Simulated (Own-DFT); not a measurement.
# Strain and stress in zincblende InP, 96 atoms (In48P48)

These are calculations, not measurements. They come from Own-DFT, an in-house plane-wave density functional program, since retired, whose code no person has reviewed. Each row is one single-point run on a periodic cell that was not relaxed, without spin or spin-orbit coupling.

Settings of every run: PBE; PseudoDojo norm-conserving scalar-relativistic files; cutoff 36 hartree; 2 x 3 x 3 k mesh centred on Gamma; Fermi-Dirac smearing of 0.1 eV.

Known limits: forces not confirmed at this smearing and k mesh; stress not checked against mesh or cutoff.

Unstrained cell vectors in Å: (17.606, 0.000, 0.000); (0.000, 11.737, 0.000); (0.000, 0.000, 11.737). The unstrained cell has measured lattice constants (interpolated for alloys), not those of this functional. That, the random moves and any unrelaxed bonds set the pressure at no strain. Each run strains this cell uniformly, with the atoms carried along. Every atom was also moved at random, by a Gaussian of width 0.05 Å on each axis. Strain is the symmetric tensor, in per cent. Stress is positive in tension, and the pressure is minus a third of its trace.

| run | e_xx (%) | e_yy (%) | e_zz (%) | e_yz (%) | e_xz (%) | e_xy (%) | s_xx (GPa) | s_yy (GPa) | s_zz (GPa) | s_yz (GPa) | s_xz (GPa) | s_xy (GPa) | P (GPa) | E (meV/atom) |
|---|---|---|---|---|---|---|---|---|---|---|---|---|---|---|
| 1 | -0.48 | 0.80 | 1.15 | 0.98 | 0.45 | 0.91 | -2.98 | -2.47 | -2.35 | 1.03 | 0.57 | 1.73 | 2.60 | 5.1 |
| 2 | 0.47 | 1.60 | -0.58 | -0.78 | 1.65 | -1.83 | -2.75 | -2.30 | -3.14 | -1.00 | 1.90 | -2.07 | 2.73 | 12.9 |
| 3 | 1.87 | -0.37 | 0.85 | -1.60 | 1.82 | -0.38 | -1.73 | -2.61 | -2.20 | -2.14 | 2.40 | -0.30 | 2.18 | 10.6 |
| 4 | -1.10 | 1.77 | 0.90 | 1.24 | 1.87 | -1.50 | -3.37 | -2.38 | -2.73 | 2.25 | 2.70 | -2.54 | 2.82 | 22.4 |
| 5 | -0.67 | 1.85 | 1.82 | -1.11 | -0.09 | -1.88 | -2.23 | -1.33 | -1.28 | -1.53 | -0.35 | -2.59 | 1.61 | 0.0 |
| 6 | 0.94 | -0.71 | -0.44 | 1.88 | -1.09 | 0.46 | -3.46 | -4.08 | -4.05 | 2.65 | -1.45 | 0.97 | 3.86 | 14.5 |
| 7 | -1.30 | -1.00 | 1.49 | 0.75 | -1.10 | 1.06 | -4.66 | -4.70 | -3.74 | 1.07 | -1.42 | 1.65 | 4.37 | 27.6 |
| 8 | -0.82 | 0.47 | -1.27 | 1.09 | 0.80 | 0.86 | -5.13 | -4.58 | -5.41 | 1.74 | 1.60 | 1.01 | 5.04 | 29.7 |
| 9 | 1.44 | -0.50 | 1.19 | -0.20 | -0.90 | 1.07 | -2.01 | -2.70 | -2.06 | -0.49 | -0.76 | 1.86 | 2.26 | 6.6 |
| 10 | 0.83 | -1.80 | -1.02 | -0.25 | 1.11 | 1.02 | -4.54 | -5.55 | -5.31 | -0.03 | 1.35 | 1.34 | 5.13 | 23.7 |
| 11 | -1.96 | 1.15 | 1.40 | -1.83 | 1.82 | -0.91 | -4.13 | -3.12 | -2.98 | -2.57 | 2.11 | -1.18 | 3.41 | 22.3 |
| 12 | 0.19 | 1.41 | 0.62 | 0.18 | -1.21 | -0.70 | -2.35 | -1.83 | -2.20 | -0.06 | -1.57 | -0.51 | 2.13 | 5.1 |
| 13 | -0.84 | -0.73 | -1.63 | 1.18 | 1.88 | 0.41 | -6.24 | -6.18 | -6.50 | 1.60 | 3.02 | 0.59 | 6.31 | 37.8 |
| 14 | 1.44 | -0.74 | -0.01 | -0.09 | 1.31 | -1.13 | -2.68 | -3.51 | -3.27 | 0.21 | 1.54 | -1.52 | 3.15 | 9.1 |
| 15 | 1.26 | -1.39 | 1.20 | 1.55 | -0.57 | 0.69 | -2.58 | -3.52 | -2.75 | 2.09 | -0.69 | 1.17 | 2.95 | 11.4 |
| 16 | -1.96 | 1.14 | 1.78 | 1.34 | -1.04 | -1.23 | ? | ? | ? | ? | ? | ? | ? | ? |

E is the free energy for each atom above the lowest run shown.

## Worked fit

Each stress component was fitted by least squares to a constant and the strains of the runs shown, as fractions, with shears doubled. Shear strains stay in the fit of a normal stress only where such slopes are resolved. The slopes, in GPa:

| stress | at no strain | per e_xx | per e_yy | per e_zz | scatter |
|---|---|---|---|---|---|
| s_xx | -3.8 | 99 ± 3 | 57 ± 3 | 64 ± 2 | 0.10 |
| s_yy | -3.8 | 65 ± 3 | 96 ± 3 | 61 ± 3 | 0.11 |
| s_zz | -3.8 | 63 ± 3 | 59 ± 3 | 100 ± 3 | 0.11 |

Each shear stress against twice its own strain: yz 73 ± 3, xz 69 ± 4, xy 74 ± 5 GPa. These are stiffnesses along x, y and z of the frame in which the cell vectors are given, which need not be the crystal's axes. The atoms are held to the strained lattice; where symmetry lets them move under strain, relaxing them would lower some slopes. The table should be nearly symmetric about its diagonal, and what it lacks of that shows the noise. A ninth of its sum, 74 ± 2 GPa, estimates the bulk modulus near the mean pressure of these runs, 3.4 GPa, so it lies above the value at zero pressure.

## Withheld run

Question: what normal stresses and pressure should run 16 give?

The fit gives s_xx = -3.9, s_yy = -2.9, s_zz = -2.6 and P = 3.1 GPa. The calculation gave -3.84, -2.76, -2.42 and P = 3.01 GPa.
